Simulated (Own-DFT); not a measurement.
# Strain and stress in wurtzite AlGaN with randomly placed atoms, 72 atoms (Al27Ga9N36)

These are calculations, not measurements. They come from Own-DFT, an in-house plane-wave density functional program, since retired, whose code no person has reviewed. Each row is one single-point run on a periodic cell that was not relaxed, without spin or spin-orbit coupling.

Settings of every run: PBE; PseudoDojo norm-conserving scalar-relativistic files (stringent for Ga); cutoff 96 hartree; 4 x 4 x 3 k mesh centred on Gamma; Gaussian smearing of 0.01 eV.

Known limits: forces on such cells passed a denser k mesh, each cell not checked; stress not checked against mesh or cutoff.

Unstrained cell vectors in Å: (9.394, 0.000, 0.000); (-4.697, 8.135, 0.000); (0.000, 0.000, 10.066). The unstrained cell has measured lattice constants (interpolated for alloys), not those of this functional. That, the random moves and any unrelaxed bonds set the pressure at no strain. Each run strains this cell uniformly, with the atoms carried along. Every atom was also moved at random, by a Gaussian of width 0.05 Å on each axis. The random placing of the alloy's atoms differs from row to row. Strain is the symmetric tensor, in per cent. Stress is positive in tension, and the pressure is minus a third of its trace.

```
run,e_xx (%),e_yy (%),e_zz (%),s_xx (GPa),s_yy (GPa),s_zz (GPa),P (GPa),E (meV/atom)
1,1.25,1.25,0.00,1.56,0.69,-6.45,1.40,2.8
2,-2.75,-2.75,0.00,-21.61,-27.95,-10.82,20.13,63.1
3,0.25,0.25,0.00,-3.91,-5.02,-7.98,5.64,12.8
4,2.25,2.25,0.00,4.70,4.11,-1.65,-2.39,1.8
5,2.75,2.75,0.00,8.31,6.68,-3.41,-3.86,2.1
6,-1.25,-1.25,0.00,-14.60,-13.70,-7.57,11.96,15.0
7,-0.75,-0.75,0.00,-13.55,-10.99,-7.30,10.61,44.6
8,2.50,2.50,0.00,5.93,6.61,-3.17,-3.12,0.0
9,0.50,0.50,0.00,?,?,?,?,?
```

E is the free energy for each atom above the lowest run shown.

## Worked fit

The change of volume is close to e_xx + e_yy + e_zz. A straight line through the runs shown gives P = 7.41 - 215 x (fractional change of volume) GPa, with an error of 7 on the slope and a scatter of 0.73 GPa. The strain isn't the same on all axes and the cell isn't cubic, so the slope belongs to this path and is not the bulk modulus.

## Withheld run

Question: what pressure should run 9 give? Its volume changes by 1.00 %.

The line gives 5.3 GPa. The calculation gave 4.13 GPa.
